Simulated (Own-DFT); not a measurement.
# Stretching a layer in its plane: wurtzite AlGaN with randomly placed atoms, 72 atoms (Al9Ga27N36)

Source: density functional calculations with Own-DFT, an unreviewed in-house program that is no longer used. Nothing was measured or relaxed, and spin and spin-orbit coupling are left out.

All runs used: PBE; PseudoDojo norm-conserving scalar-relativistic files; cutoff 42 hartree; 4 x 4 x 3 k mesh centred on Gamma; Fermi-Dirac smearing of 0.1 eV.

Keep in mind: forces on such cells passed a denser k mesh, each cell not checked; stress not checked against mesh or cutoff.

Unstrained cell vectors in Å: (9.509, 0.000, 0.000); (-4.755, 8.235, 0.000); (0.000, 0.000, 10.268). The unstrained cell has measured lattice constants (interpolated for alloys), not those of this functional. That, the random moves and any unrelaxed bonds set the pressure at no strain. Each run strains x and y alike by e, as a substrate would, and holds the height along z. Each atom got a random Gaussian move of width 0.05 Å along each axis. The random placing of the alloy's atoms differs from row to row. Stress is positive in tension.

| e (%) | u (Å) | (s_xx + s_yy)/2 (GPa) | s_zz (GPa) |
|---|---|---|---|
| -3.00 | 0.051 | -28.38 | -11.32 |
| -3.00 | 0.045 | -27.13 | -12.26 |
| -2.50 | 0.051 | ? | ? |
| -0.75 | 0.051 | -13.20 | -6.25 |
| -0.75 | 0.051 | -11.29 | -10.15 |
| 0.50 | 0.050 | -4.00 | -8.57 |
| 0.50 | 0.049 | -4.20 | -6.71 |
| 0.75 | 0.049 | -3.48 | -6.51 |
| 0.75 | 0.051 | -4.40 | -6.02 |
| 1.00 | 0.055 | -2.50 | -6.25 |
| 1.00 | 0.050 | -2.46 | -5.37 |
| 2.25 | 0.056 | 3.63 | -5.63 |
| 2.25 | 0.051 | 3.32 | -2.98 |

## Working it out

With e as a fraction, the in-plane stress is -7.6 + 569 e - 3458 e² GPa (errors 15 and 748, scatter 0.72), and s_zz is -7.5 + 141 e GPa (slope ± 22, scatter 1.25). At e = 0 the first slope is C11 + C12 and the second 2 C13, both with the ions held to the strained lattice and at the cell's own pressure. The term in e² is negative: the layer stiffens under compression and softens under tension. A free layer would change its height as e changes, and the in-plane slope would drop by 2 C13²/C33 to the biaxial modulus. At fixed height, a misfit of 1 % moves the in-plane stress by about 5.7 GPa and s_zz by 1.4 GPa.

## The run left out

Q: what are the two stresses at e = -2.50 %?

The fitted form gives -24.0 and -11.0 GPa. The run itself gave -24.15 and -11.54 GPa.
